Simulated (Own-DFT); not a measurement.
# Strain and stress in C40 NbSi2, 36 atoms (Nb12Si24)

These are calculations, not measurements. They come from Own-DFT, an in-house plane-wave density functional program, since retired, whose code no person has reviewed. Each row is one single-point run on a periodic cell that was not relaxed, without spin or spin-orbit coupling.

Settings of every run: PBE; PseudoDojo norm-conserving scalar-relativistic files; cutoff 42 hartree; 4 x 4 x 5 k mesh centred on Gamma; cold (Marzari-Vanderbilt) smearing of 0.2 eV.

Known limits: forces on such cells failed a check on a denser k mesh; stress not checked against mesh or cutoff.

Unstrained cell vectors in Å: (0.000, 8.324, 0.000); (-9.613, 0.000, 0.000); (0.000, 0.000, 6.586). The unstrained cell was taken from the Materials Project. The random moves and any unrelaxed bonds add to the pressure at no strain. Each run strains this cell uniformly, with the atoms carried along. Every atom was also moved at random, by a Gaussian of width 0.05 Å on each axis. Strain is the symmetric tensor, in per cent. Stress is positive in tension, and the pressure is minus a third of its trace.

| run | e_xx (%) | e_yy (%) | e_zz (%) | e_yz (%) | e_xz (%) | e_xy (%) | s_xx (GPa) | s_yy (GPa) | s_zz (GPa) | s_yz (GPa) | s_xz (GPa) | s_xy (GPa) | P (GPa) | E (meV/atom) |
|---|---|---|---|---|---|---|---|---|---|---|---|---|---|---|
| 1 | -1.56 | 0.27 | 0.03 | -1.44 | -1.02 | -1.25 | -8.34 | -2.24 | -5.08 | -4.46 | -2.90 | -4.81 | 5.22 | 17.6 |
| 2 | -1.04 | 1.46 | 0.82 | 1.03 | -0.71 | -1.46 | -4.93 | 2.59 | 0.47 | 2.65 | -1.98 | -4.54 | 0.62 | 11.2 |
| 3 | -0.85 | 0.69 | 0.86 | 0.74 | 0.37 | 1.73 | -4.32 | 0.06 | 0.23 | 2.01 | 0.70 | 4.76 | 1.34 | 3.8 |
| 4 | 0.86 | 0.42 | -0.08 | -0.67 | 0.45 | 0.48 | 0.70 | 0.01 | -3.10 | -2.15 | 1.88 | 1.18 | 0.79 | 2.0 |
| 5 | 0.53 | 0.03 | -1.79 | -1.16 | -1.72 | 1.60 | -2.09 | -3.74 | -12.14 | -4.06 | -5.46 | 4.48 | 5.99 | 27.2 |
| 6 | -1.82 | 1.89 | 0.72 | -1.53 | -1.69 | 0.01 | -7.07 | 4.02 | -0.46 | -5.08 | -5.16 | -0.17 | 1.17 | 7.9 |
| 7 | 0.14 | 0.85 | 1.14 | -0.85 | 0.52 | -1.82 | -1.32 | 0.91 | 1.60 | -2.60 | 1.33 | -5.29 | -0.40 | 20.8 |
| 8 | 0.05 | -0.27 | 1.19 | -1.98 | -1.40 | -1.88 | -1.36 | -2.71 | 1.31 | -5.49 | -4.37 | -5.18 | 0.92 | 12.8 |
| 9 | 1.18 | -1.86 | -1.15 | 0.97 | -0.15 | -1.57 | -0.77 | -10.21 | -10.20 | 3.87 | -0.55 | -3.97 | 7.06 | 30.9 |
| 10 | -1.19 | 1.21 | -1.91 | -1.19 | 1.43 | 1.40 | -8.03 | -0.13 | -13.06 | -4.37 | 4.58 | 4.75 | 7.07 | 23.6 |
| 11 | 0.83 | -0.61 | 0.77 | -1.59 | 1.65 | 1.11 | -0.12 | -3.34 | -0.43 | -4.66 | 4.36 | 3.47 | 1.30 | 17.6 |
| 12 | -0.61 | -0.58 | 1.19 | 0.85 | 0.02 | -0.89 | -3.48 | -3.93 | 0.63 | 2.92 | 0.24 | -2.84 | 2.26 | 0.0 |
| 13 | -0.76 | -0.11 | -0.02 | -1.76 | 0.13 | -0.66 | -5.36 | -3.48 | -4.88 | -5.93 | 0.14 | -1.93 | 4.57 | 13.1 |
| 14 | 0.16 | -1.87 | -1.67 | 0.47 | -0.16 | 0.42 | -4.50 | -11.01 | -13.45 | 1.20 | -0.42 | 1.64 | 9.65 | 21.2 |
| 15 | -0.88 | -1.95 | -0.80 | 1.96 | 0.07 | -1.41 | -8.17 | -11.06 | -10.45 | 6.66 | -0.48 | -4.65 | 9.89 | 30.2 |
| 16 | -0.09 | -1.81 | 1.74 | 0.96 | -0.87 | -1.29 | ? | ? | ? | ? | ? | ? | ? | ? |

E is the free energy for each atom above the lowest run shown.

## Worked fit

Each stress component was fitted by least squares to a constant and the strains of the runs shown, as fractions, with shears doubled. Shear strains stay in the fit of a normal stress only where such slopes are resolved. The slopes, in GPa:

```
stress,at no strain,per e_xx,per e_yy,per e_zz,scatter
s_xx,-2.7,351 ± 14,61 ± 12,87 ± 11,0.43
s_yy,-2.6,58 ± 12,375 ± 10,80 ± 9,0.36
s_zz,-4.1,80 ± 8,90 ± 6,472 ± 6,0.24
```

Each shear stress against twice its own strain: yz 155 ± 4, xz 151 ± 5, xy 143 ± 6 GPa. These are stiffnesses along x, y and z of the frame in which the cell vectors are given, which need not be the crystal's axes. The atoms are held to the strained lattice; where symmetry lets them move under strain, relaxing them would lower some slopes. The table should be nearly symmetric about its diagonal, and what it lacks of that shows the noise. A ninth of its sum, 184 ± 6 GPa, estimates the bulk modulus near the mean pressure of these runs, 3.8 GPa, so it lies above the value at zero pressure.

## Withheld run

Question: what normal stresses and pressure should run 16 give?

The fit gives s_xx = -2.6, s_yy = -8.1, s_zz = 2.4 and P = 2.8 GPa. The calculation gave -2.66, -7.45, 2.13 and P = 2.66 GPa.
